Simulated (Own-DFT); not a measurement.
# Computed records: SiC (2H silicon carbide, atoms displaced), GaP (zincblende, strained, atoms displaced), GaP (zincblende, atoms displaced), Si₃N₄ (beta silicon nitride, strained, atoms displaced)

All values are calculated (Own-DFT development build). A calculation, not a measurement: plane-wave PBE density functional theory by an unreviewed code, no spin, of a simulated periodic cell, stress positive in tension, free energy of the whole cell less one offset for each atom, forces on such cells passed a denser k mesh, this cell's mesh not checked; offsets are fitted by least squares, one for each functional and potential file, so energies compare only between cells with the same atoms and settings and are not formation energies; the far tail of each file's local potential was reset to the Coulomb form; each entry is a single point on an unrelaxed cell, so the pressure reflects the starting lattice, mostly measured values (interpolated for alloys), from which strain is counted, and rises with the displacements; printed positions are rounded, which can move forces by about a meV/angstrom; the program, named Own-DFT, is a retired in-house code; no spin-orbit coupling.

Common to all runs: functional PBE; potential files PseudoDojo norm-conserving, scalar-relativistic, standard set; wave cutoff 42 hartree; occupations Fermi-Dirac; smearing width 0.1 eV.

```json
{"entry": 1, "formula": "SiC", "kind": "2H silicon carbide, atoms displaced", "structure": {"cell_angstrom": [[9.2481, 0.0, 0.0], [-4.6241, 8.0091, 0.0], [0.0, 0.0, 10.0681]], "atoms_fractional": [["Si", 0.99639, 0.99608, 0.98721], ["Si", 0.10122, 0.21798, 0.25343], ["C", 0.01553, 0.01114, 0.20018], ["C", 0.10149, 0.21278, 0.43534], ["Si", 0.9934, 0.9975, 0.49995], ["Si", 0.10101, 0.22155, 0.75496], ["C", 0.99803, 0.99414, 0.68782], ["C", 0.11267, 0.21864, 0.92719], ["Si", 0.99148, 0.32123, 0.00294], ["Si", 0.11781, 0.54719, 0.24851], ["C", 0.00329, 0.33024, 0.18216], ["C", 0.11325, 0.55793, 0.43395], ["Si", 0.99728, 0.32818, 0.49489], ["Si", 0.11088, 0.55863, 0.76093], ["C", 0.99572, 0.33638, 0.67678], ["C", 0.11207, 0.54929, 0.93023], ["Si", 0.00139, 0.67151, 0.99918], ["Si", 0.11618, 0.89974, 0.2512], ["C", 0.99419, 0.65617, 0.18901], ["C", 0.11885, 0.89642, 0.44027], ["Si", 0.98968, 0.65284, 0.49309], ["Si", 0.10195, 0.88551, 0.74821], ["C", 0.99556, 0.65659, 0.69103], ["C", 0.12031, 0.88964, 0.93616], ["Si", 0.33904, 0.99563, 0.99829], ["Si", 0.43892, 0.21801, 0.2504], ["C", 0.34003, 0.99172, 0.19391], ["C", 0.44886, 0.22186, 0.43924], ["Si", 0.3222, 0.00141, 0.50712], ["Si", 0.45245, 0.23676, 0.75272], ["C", 0.34017, 0.00839, 0.69451], ["C", 0.43703, 0.22253, 0.93869], ["Si", 0.33227, 0.33136, 0.99753], ["Si", 0.44073, 0.55762, 0.24873], ["C", 0.3332, 0.32953, 0.18629], ["C", 0.46127, 0.56658, 0.43888], ["Si", 0.3388, 0.34214, 0.50028], ["Si", 0.44012, 0.54823, 0.74753], ["C", 0.34396, 0.32634, 0.68516], ["C", 0.45069, 0.55831, 0.94109], ["Si", 0.33229, 0.66282, 0.00659], ["Si", 0.43895, 0.88567, 0.25305], ["C", 0.33004, 0.65148, 0.18713], ["C", 0.43938, 0.89468, 0.43122], ["Si", 0.33239, 0.67209, 0.50252], ["Si", 0.44762, 0.90234, 0.75639], ["C", 0.33036, 0.66479, 0.69692], ["C", 0.42995, 0.88332, 0.94256], ["Si", 0.6657, 0.99221, 0.01142], ["Si", 0.75873, 0.23064, 0.26203], ["C", 0.66005, 0.99811, 0.18326], ["C", 0.78689, 0.22842, 0.43946], ["Si", 0.66784, 0.99913, 0.49327], ["Si", 0.78215, 0.22363, 0.74192], ["C", 0.65624, 0.99111, 0.68065], ["C", 0.77346, 0.21748, 0.95175], ["Si", 0.65784, 0.32914, 0.99831], ["Si", 0.78931, 0.55823, 0.23485], ["C", 0.67174, 0.33616, 0.18599], ["C", 0.77065, 0.54754, 0.43977], ["Si", 0.65915, 0.31279, 0.49649], ["Si", 0.77642, 0.5507, 0.75154], ["C", 0.68014, 0.33991, 0.69179], ["C", 0.77353, 0.55448, 0.93626], ["Si", 0.66626, 0.66682, 0.99866], ["Si", 0.78805, 0.88883, 0.25179], ["C", 0.66815, 0.67642, 0.1879], ["C", 0.77853, 0.89482, 0.43411], ["Si", 0.67048, 0.66323, 0.49742], ["Si", 0.78847, 0.87734, 0.7448], ["C", 0.66, 0.6564, 0.6883], ["C", 0.7613, 0.8709, 0.94208]]}, "settings": {"hardware": "one NVIDIA H100", "k_mesh": "4 x 4 x 3 centred on Gamma"}, "results": {"free_energy_of_cell_above_offsets [eV]": "-3.522", "pressure [GPa]": 6.34, "stress_xx [GPa]": -7.11, "stress_yy [GPa]": -3.43, "stress_zz [GPa]": -8.47, "stress_yz [GPa]": 0.44, "stress_xz [GPa]": -1.12, "stress_xy [GPa]": 0.86, "force_element": ["Si", "Si", "C", "C", "Si", "Si", "C", "C", "Si", "Si", "C", "C", "Si", "Si", "C", "C", "Si", "Si", "C", "C", "Si", "Si", "C", "C", "Si", "Si", "C", "C", "Si", "Si", "C", "C", "Si", "Si", "C", "C", "Si", "Si", "C", "C", "Si", "Si", "C", "C", "Si", "Si", "C", "C", "Si", "Si", "C", "C", "Si", "Si", "C", "C", "Si", "Si", "C", "C", "Si", "Si", "C", "C", "Si", "Si", "C", "C", "Si", "Si", "C", "C"], "force_x [eV/angstrom]": [0.562, 1.501, -1.858, 1.019, 1.172, 1.246, -0.074, -1.109, 0.451, -2.027, -1.405, 0.55, 1.368, 0.437, 1.666, -0.68, 0.594, 1.758, 3.329, -2.609, 0.421, 2.996, -0.381, -1.953, -2.44, 0.905, -2.961, -1.949, 2.842, 2.439, -1.573, 1.526, -0.574, 3.085, -0.893, -3.358, 0.32, -0.277, -4.396, -1.329, -0.155, 2.295, -1.455, 0.694, 0.821, 0.578, -0.007, 3.814, -1.414, 4.882, 0.788, -1.457, -1.471, -0.32, 2.076, -0.117, 1.078, -4.356, -3.27, 1.006, -0.365, -0.027, -1.716, 0.721, 0.301, -1.607, 1.161, 0.766, 0.346, -4.623, 1.044, 1.649], "force_y [eV/angstrom]": [-0.254, 2.084, -2.37, 1.935, -0.18, 0.295, 1.528, -0.027, 1.465, 0.077, -0.243, -1.167, 1.936, -0.576, -0.18, -0.275, -1.621, -2.129, 3.134, -2.226, 1.695, -0.449, 1.715, -0.151, 1.719, 0.384, 1.656, -0.614, 0.705, -2.6, -0.172, -0.579, 0.797, -1.191, 0.219, -1.432, -0.938, 0.96, 1.642, -1.233, -0.477, -1.289, 2.648, -0.361, 0.062, -2.599, 0.708, -0.349, 0.512, -2.481, 0.248, -1.956, -0.359, -1.603, 1.24, -0.732, 0.409, -0.929, 0.507, -0.505, 3.732, 0.964, -1.976, -0.071, -2.176, 1.125, -1.668, -1.482, 1.049, -0.249, 0.666, 4.054], "force_z [eV/angstrom]": [2.076, -0.602, -3.438, 1.31, -0.21, -3.923, -0.404, 3.203, -1.204, -0.16, 2.056, 0.156, 0.303, -4.303, 2.079, 4.979, -0.216, 0.537, -1.188, -0.283, 1.359, 0.089, -0.902, 0.199, 1.567, 0.016, -2.137, -0.48, -0.01, 0.218, -0.61, 0.05, 0.777, 0.756, 0.567, -0.608, -0.65, 0.869, -0.239, -0.767, -2.159, -0.797, 0.256, 2.363, 0.491, -0.501, -1.298, -0.496, -3.218, -2.763, 4.356, -0.334, 0.73, 1.825, 0.905, -2.777, 0.246, 3.066, -0.569, -1.674, 2.015, -0.349, -1.098, 0.807, 1.423, -0.888, -0.421, 0.871, 0.796, 1.017, -0.637, -2.019], "wall_time [s]": 352.5}}
{"entry": 2, "formula": "GaP", "kind": "zincblende, strained, atoms displaced", "structure": {"cell_angstrom": [[10.862, 0.0, 0.0], [0.0, 10.862, 0.0], [0.0, 0.0, 10.9439]], "atoms_fractional": [["Ga", 0.996, 0.9967, 0.99922], ["Ga", 0.0134, 0.25621, 0.25242], ["Ga", 0.23217, 0.00755, 0.24489], ["Ga", 0.24738, 0.25725, 0.99642], ["P", 0.12135, 0.1178, 0.13526], ["P", 0.1255, 0.37528, 0.36704], ["P", 0.37292, 0.11741, 0.37578], ["P", 0.37487, 0.37168, 0.11791], ["Ga", 0.99336, 0.99565, 0.50973], ["Ga", 0.99447, 0.26224, 0.75037], ["Ga", 0.24229, 0.9963, 0.75237], ["Ga", 0.25139, 0.24614, 0.50368], ["P", 0.12541, 0.12293, 0.63545], ["P", 0.12978, 0.36143, 0.87701], ["P", 0.37564, 0.12647, 0.8843], ["P", 0.37328, 0.38389, 0.63029], ["Ga", 0.00087, 0.47643, 0.0173], ["Ga", 0.9948, 0.75553, 0.24436], ["Ga", 0.25268, 0.49406, 0.23378], ["Ga", 0.24347, 0.75826, 0.99328], ["P", 0.12157, 0.64069, 0.13118], ["P", 0.13892, 0.86965, 0.38465], ["P", 0.37578, 0.63503, 0.37213], ["P", 0.38277, 0.87326, 0.1303], ["Ga", 0.00286, 0.49635, 0.51909], ["Ga", 0.99474, 0.74548, 0.75141], ["Ga", 0.24638, 0.49385, 0.74376], ["Ga", 0.24282, 0.75893, 0.50276], ["P", 0.13033, 0.62372, 0.63533], ["P", 0.11769, 0.87139, 0.87263], ["P", 0.3656, 0.63128, 0.85311], ["P", 0.37843, 0.87264, 0.63006], ["Ga", 0.49722, 0.00256, 0.9973], ["Ga", 0.49642, 0.25483, 0.23874], ["Ga", 0.75012, 0.00912, 0.24543], ["Ga", 0.75225, 0.25377, 0.00939], ["P", 0.62326, 0.12998, 0.12466], ["P", 0.62622, 0.38963, 0.38296], ["P", 0.87851, 0.12714, 0.35386], ["P", 0.88965, 0.37696, 0.12398], ["Ga", 0.49229, 0.00141, 0.50501], ["Ga", 0.50562, 0.25434, 0.76155], ["Ga", 0.74538, 0.98217, 0.7505], ["Ga", 0.73276, 0.24758, 0.50595], ["P", 0.62059, 0.11993, 0.63802], ["P", 0.62038, 0.37075, 0.86877], ["P", 0.86504, 0.11473, 0.87714], ["P", 0.87282, 0.37033, 0.61574], ["Ga", 0.50161, 0.50145, 0.9946], ["Ga", 0.49255, 0.75864, 0.23713], ["Ga", 0.74443, 0.49514, 0.25791], ["Ga", 0.75033, 0.7567, 0.00318], ["P", 0.63173, 0.62841, 0.11341], ["P", 0.62305, 0.87575, 0.37864], ["P", 0.87465, 0.63641, 0.36765], ["P", 0.88259, 0.87954, 0.14739], ["Ga", 0.50364, 0.49078, 0.51968], ["Ga", 0.51394, 0.73645, 0.73688], ["Ga", 0.7454, 0.50567, 0.75023], ["Ga", 0.7471, 0.75663, 0.49132], ["P", 0.61584, 0.62931, 0.62656], ["P", 0.63051, 0.86991, 0.86975], ["P", 0.8845, 0.62562, 0.8758], ["P", 0.87717, 0.88206, 0.61781]]}, "settings": {"hardware": "one NVIDIA H100", "k_mesh": "3 x 3 x 3 centred on Gamma"}, "results": {"free_energy_of_cell_above_offsets [eV]": "-26.582", "pressure [GPa]": 5.09, "stress_xx [GPa]": -5.53, "stress_yy [GPa]": -5.3, "stress_zz [GPa]": -4.44, "stress_yz [GPa]": 1.64, "stress_xz [GPa]": 0.1, "stress_xy [GPa]": 0.43, "force_element": ["Ga", "Ga", "Ga", "Ga", "P", "P", "P", "P", "Ga", "Ga", "Ga", "Ga", "P", "P", "P", "P", "Ga", "Ga", "Ga", "Ga", "P", "P", "P", "P", "Ga", "Ga", "Ga", "Ga", "P", "P", "P", "P", "Ga", "Ga", "Ga", "Ga", "P", "P", "P", "P", "Ga", "Ga", "Ga", "Ga", "P", "P", "P", "P", "Ga", "Ga", "Ga", "Ga", "P", "P", "P", "P", "Ga", "Ga", "Ga", "Ga", "P", "P", "P", "P"], "force_x [eV/angstrom]": [-0.095, -1.195, 2.99, 0.805, -1.15, 1.128, -0.07, 0.216, 1.991, -0.313, 1.227, -0.055, -0.792, -1.301, -0.721, 0.073, 3.431, 1.811, -0.212, 1.062, 0.699, -3.237, -0.044, -2.849, 0.304, 0.262, -0.219, 2.338, -0.902, -0.194, 0.666, -0.422, 0.663, 0.179, -0.939, 0.131, 0.004, -1.247, -0.109, -4.194, 0.604, -1.996, 1.002, 1.1, -0.176, 2.094, 0.402, -1.033, -0.579, 2.379, 1.45, 1.6, -0.973, -0.665, 0.006, -1.93, -0.627, -3.225, 0.67, 0.418, 4.068, -1.679, -1.148, -1.478], "force_y [eV/angstrom]": [0.057, -0.93, -2.389, -2.366, 2.198, 1.115, 1.162, 0.818, 1.915, -1.844, -0.035, 0.131, 0.815, 2.2, 0.022, -2.632, 4.527, -0.831, 1.625, -0.737, -2.008, 2.078, -1.35, 2.455, 1.036, 0.513, 0.227, -2.194, 0.621, 0.75, -0.338, 0.036, -0.702, -0.472, -0.728, -0.218, -0.317, -2.088, 0.549, -2.705, -0.3, -1.504, 1.576, -0.732, 0.109, 1.646, 1.094, 0.24, 0.675, -2.323, 1.67, 0.061, -0.851, 1.109, -1.602, 1.19, 1.792, 3.338, -0.088, -0.628, -2.337, -0.596, -1.116, -2.389], "force_z [eV/angstrom]": [0.441, -0.496, 2.255, 1.44, -3.269, 1.935, -0.714, -0.556, -2.472, 0.25, 0.454, -0.353, -0.864, -0.783, -1.184, -0.1, -3.725, 2.513, 1.539, 0.495, -1.402, -1.999, 0.363, -2.506, -2.186, -0.815, 1.498, 1.35, -1.108, 0.07, 1.955, 0.264, 0.335, 1.999, 0.709, -1.014, -0.295, -0.116, 2.812, 3.375, -0.127, -1.468, -0.597, -1.017, -0.66, 1.931, -0.203, 1.155, -0.676, 2.375, -1.326, -0.189, 1.343, -1.144, 1.202, -3.396, -2.013, 3.258, 0.026, 0.599, -2.915, 1.107, 1.064, 1.579], "wall_time [s]": 548.7}}
{"entry": 3, "formula": "GaP", "kind": "zincblende, atoms displaced", "structure": {"cell_angstrom": [[10.901, 0.0, 0.0], [0.0, 10.901, 0.0], [0.0, 0.0, 10.901]], "atoms_fractional": [["Ga", 0.00628, 0.97971, 0.98944], ["Ga", 0.99852, 0.24793, 0.26781], ["Ga", 0.24931, 0.98661, 0.26293], ["Ga", 0.24982, 0.2593, 0.99489], ["P", 0.13709, 0.11997, 0.13813], ["P", 0.11181, 0.37253, 0.38561], ["P", 0.37585, 0.11887, 0.3867], ["P", 0.36977, 0.36649, 0.13261], ["Ga", 0.99844, 0.00357, 0.49147], ["Ga", 0.99273, 0.23457, 0.76206], ["Ga", 0.24957, 0.01497, 0.7529], ["Ga", 0.24061, 0.27077, 0.50892], ["P", 0.12635, 0.12704, 0.61863], ["P", 0.13916, 0.36739, 0.88411], ["P", 0.36819, 0.1232, 0.87425], ["P", 0.36365, 0.36349, 0.63847], ["Ga", 0.98759, 0.50203, 0.99843], ["Ga", 0.99681, 0.7581, 0.25813], ["Ga", 0.26532, 0.49632, 0.25827], ["Ga", 0.24656, 0.74545, 0.99855], ["P", 0.12125, 0.62108, 0.13389], ["P", 0.11934, 0.86853, 0.36676], ["P", 0.36803, 0.6232, 0.36454], ["P", 0.37535, 0.88252, 0.11705], ["Ga", 0.99457, 0.51018, 0.4775], ["Ga", 0.99652, 0.74267, 0.75104], ["Ga", 0.24546, 0.49912, 0.74006], ["Ga", 0.25921, 0.75548, 0.50435], ["P", 0.13108, 0.6334, 0.60361], ["P", 0.1069, 0.87636, 0.87813], ["P", 0.38339, 0.6204, 0.87713], ["P", 0.3769, 0.88476, 0.60988], ["Ga", 0.47986, 0.99325, 0.01934], ["Ga", 0.48316, 0.24011, 0.26129], ["Ga", 0.74751, 0.00589, 0.2465], ["Ga", 0.75021, 0.25043, 0.9994], ["P", 0.63993, 0.11993, 0.12959], ["P", 0.63013, 0.37488, 0.37167], ["P", 0.869, 0.1287, 0.35894], ["P", 0.87287, 0.36232, 0.12034], ["Ga", 0.50123, 0.01317, 0.49528], ["Ga", 0.49929, 0.25289, 0.74028], ["Ga", 0.74172, 0.00778, 0.7557], ["Ga", 0.7369, 0.25445, 0.50312], ["P", 0.61381, 0.11514, 0.61645], ["P", 0.61508, 0.37659, 0.87003], ["P", 0.8828, 0.11273, 0.86731], ["P", 0.8773, 0.36309, 0.64634], ["Ga", 0.50143, 0.4905, 0.99243], ["Ga", 0.50761, 0.74658, 0.23826], ["Ga", 0.76088, 0.49556, 0.25298], ["Ga", 0.74398, 0.75296, 0.01119], ["P", 0.61573, 0.62522, 0.12981], ["P", 0.61682, 0.88331, 0.38016], ["P", 0.88779, 0.61938, 0.38496], ["P", 0.89469, 0.88763, 0.12851], ["Ga", 0.53614, 0.49057, 0.49842], ["Ga", 0.49627, 0.7661, 0.74744], ["Ga", 0.76171, 0.50711, 0.75241], ["Ga", 0.74819, 0.74467, 0.4941], ["P", 0.63466, 0.62527, 0.62886], ["P", 0.62643, 0.87117, 0.87941], ["P", 0.88036, 0.6329, 0.86942], ["P", 0.87712, 0.87956, 0.63027]]}, "settings": {"hardware": "one NVIDIA H100", "k_mesh": "3 x 3 x 3 centred on Gamma"}, "results": {"free_energy_of_cell_above_offsets [eV]": "-23.362", "pressure [GPa]": 5.69, "stress_xx [GPa]": -5.57, "stress_yy [GPa]": -6.02, "stress_zz [GPa]": -5.49, "stress_yz [GPa]": 0.66, "stress_xz [GPa]": -0.63, "stress_xy [GPa]": 0.04, "force_element": ["Ga", "Ga", "Ga", "Ga", "P", "P", "P", "P", "Ga", "Ga", "Ga", "Ga", "P", "P", "P", "P", "Ga", "Ga", "Ga", "Ga", "P", "P", "P", "P", "Ga", "Ga", "Ga", "Ga", "P", "P", "P", "P", "Ga", "Ga", "Ga", "Ga", "P", "P", "P", "P", "Ga", "Ga", "Ga", "Ga", "P", "P", "P", "P", "Ga", "Ga", "Ga", "Ga", "P", "P", "P", "P", "Ga", "Ga", "Ga", "Ga", "P", "P", "P", "P"], "force_x [eV/angstrom]": [-1.735, 1.051, 0.784, 1.326, -0.954, 1.495, -2.565, 1.09, -0.229, 2.716, -1.075, 0.159, -0.684, -3.661, 1.82, 1.62, 1.389, -0.208, -2.791, -0.27, 0.086, 1.143, 2.7, -3.449, 3.577, 1.305, -0.196, -0.184, -1.238, 4.903, -1.223, 0.011, 4.502, 1.737, 0.939, -0.495, -3.326, 0.08, -0.752, 0.879, -0.426, 0.044, 0.018, 1.597, 1.939, 2.009, -1.757, -0.479, -0.818, -2.088, -0.203, 1.157, 2.365, 1.173, -5.037, -2.953, -3.108, 0.142, -0.682, 0.367, -0.729, -0.72, -1.442, -0.644], "force_y [eV/angstrom]": [4.646, -0.055, 1.013, -2.84, 0.575, 0.774, 1.231, 0.397, -0.058, 1.43, -1.697, -1.996, -0.018, 2.492, 0.832, 1.848, -0.464, -1.829, -1.017, -0.024, -0.093, 0.671, 1.553, -4.465, -3.868, 1.221, 0.885, -0.05, -1.262, -3.259, 0.824, 0.359, 4.069, 0.275, -2.149, -0.844, 1.39, -1.406, -0.498, 1.249, -2.168, -1.467, -1.061, -0.813, 2.074, -0.728, -0.375, 1.085, 0.459, 1.862, 0.455, 0.103, -2.124, -1.286, 4.236, -1.412, 1.638, -1.061, -0.841, 1.121, 0.4, 1.126, -0.81, -0.255], "force_z [eV/angstrom]": [3.214, -2.549, -0.994, 2.45, -1.077, -1.31, -0.674, -0.721, 0.21, -1.142, -0.963, -0.415, 0.292, -2.48, 1.104, -1.471, 0.326, -1.53, -1.188, 0.051, -0.27, 2.71, 2.203, 3.877, 5.451, -1.821, 0.978, -1.906, 2.051, -3.776, -1.051, 1.897, -4.039, -1.074, 0.887, -1.179, -1.503, -1.602, 3.034, 0.856, -0.109, 0.995, -0.706, 0.483, 2.11, -0.415, 2.62, -2.072, 1.799, 1.835, -0.704, -0.021, -1.321, -1.349, -4.278, 0.697, 1.412, -0.083, 0.067, 0.701, 0.108, 0.248, 1.967, -0.838], "wall_time [s]": 606.6}}
{"entry": 4, "formula": "Si3N4", "kind": "beta silicon nitride, strained, atoms displaced", "structure": {"cell_angstrom": [[7.6815, 0.0362, -0.0081], [-3.8095, 6.467, -0.0995], [-0.0093, -0.1372, 8.576]], "atoms_fractional": [["Si", 0.17611, 0.76541, 0.09031], ["Si", 0.24193, 0.424, 0.08208], ["Si", 0.58346, 0.82929, 0.10182], ["Si", 0.83674, 0.25259, 0.24388], ["Si", 0.7573, 0.58829, 0.2468], ["Si", 0.41024, 0.1787, 0.25135], ["N", 0.33006, 0.02112, 0.08986], ["N", 0.97517, 0.3014, 0.07962], ["N", 0.69922, 0.66665, 0.08252], ["N", 0.67304, 0.98608, 0.24436], ["N", 0.03166, 0.69703, 0.25395], ["N", 0.29987, 0.31683, 0.26534], ["N", 0.31954, 0.64337, 0.08245], ["N", 0.66441, 0.33686, 0.25517], ["Si", 0.17733, 0.77085, 0.42186], ["Si", 0.24577, 0.4105, 0.42363], ["Si", 0.59747, 0.83716, 0.41877], ["Si", 0.82114, 0.22955, 0.5846], ["Si", 0.76058, 0.58276, 0.59001], ["Si", 0.40781, 0.17234, 0.58516], ["N", 0.33071, 0.02399, 0.4112], ["N", 0.97803, 0.31582, 0.41329], ["N", 0.70912, 0.67117, 0.4191], ["N", 0.65611, 0.95261, 0.58389], ["N", 0.03393, 0.7065, 0.58203], ["N", 0.29488, 0.33469, 0.58048], ["N", 0.33534, 0.66438, 0.40663], ["N", 0.65797, 0.32864, 0.59284], ["Si", 0.18482, 0.76989, 0.75401], ["Si", 0.22574, 0.40195, 0.7499], ["Si", 0.57737, 0.8148, 0.75587], ["Si", 0.82055, 0.22473, 0.92422], ["Si", 0.76056, 0.59999, 0.92024], ["Si", 0.4007, 0.18644, 0.90744], ["N", 0.32593, 0.03635, 0.74746], ["N", 0.95834, 0.29605, 0.7598], ["N", 0.69105, 0.66913, 0.74767], ["N", 0.65563, 0.96207, 0.91866], ["N", 0.04113, 0.70688, 0.91301], ["N", 0.28754, 0.33689, 0.90928], ["N", 0.32427, 0.65555, 0.75573], ["N", 0.67269, 0.34581, 0.91394]]}, "settings": {"k_mesh": "3 x 3 x 3 centred on Gamma"}, "results": {}}
```

## Withheld values
1. Si₃N₄ (beta silicon nitride, strained, atoms displaced) (entry 4): stress xx?
2. Give the missing stress zz for Si₃N₄ (beta silicon nitride, strained, atoms displaced) (entry 4).
3. Si₃N₄ (beta silicon nitride, strained, atoms displaced) (entry 4): pressure?
4. Give the table of force values for Si₃N₄ (beta silicon nitride, strained, atoms displaced) (entry 4).

## Answers
1. -3.11 GPa
2. -21.62 GPa
3. 16.26 GPa
4. 
Force:
```
element  x (eV/Å)  y (eV/Å)  z (eV/Å)
     Si    -1.537    -0.993    -1.069
     Si     1.568    -14.31     2.015
     Si     0.597    -3.061     -6.35
     Si     0.025    -0.011     1.408
     Si     2.422     2.219     1.533
     Si     0.918    -1.918     0.288
      N      0.25     2.689    -2.557
      N     0.548     0.258      1.21
      N    -3.379     2.066     2.179
      N     0.233     0.909     4.834
      N    -1.371    -0.871    -0.939
      N    -1.851     1.972    -3.886
      N    -0.895     14.81     0.714
      N     1.179    -1.336    -0.515
     Si    -0.137    -1.985     -1.22
     Si    -3.548     0.324    -2.801
     Si     0.772    -3.518    -3.506
     Si     0.787    -0.035    -0.244
     Si     1.244     3.145    -1.899
     Si     -1.83    -0.014    -1.979
      N     0.664     2.142     1.675
      N    -0.412    -1.042     1.827
      N    -2.102     1.013    -0.121
      N    -0.224       4.3      3.59
      N    -0.673    -0.945     1.842
      N     3.104    -2.354      3.54
      N     0.282     1.965     0.484
      N     1.596    -0.852    -0.609
     Si    -2.703     -0.35    -1.202
     Si    -3.013    -0.996    -1.816
     Si     1.013     0.281    -1.464
     Si    -1.379     0.533    -1.513
     Si      3.54     0.933    -3.109
     Si     1.657    -0.183     3.578
      N     0.499    -1.274    -0.276
      N     1.451     0.161    -2.163
      N     0.315    -0.192     1.616
      N    -0.227     0.281      2.26
      N    -2.226    -0.819     1.659
      N     3.514    -2.092      2.85
      N     0.227     1.917    -0.487
      N    -0.898    -2.769     0.626
```

Further results for Si₃N₄ (beta silicon nitride, strained, atoms displaced) (entry 4):

* free energy of cell above offsets: -0.824 eV
* stress yy: -24.05 GPa
* stress yz: -7.29 GPa
* stress xz: 0.39 GPa
* stress xy: 4.68 GPa
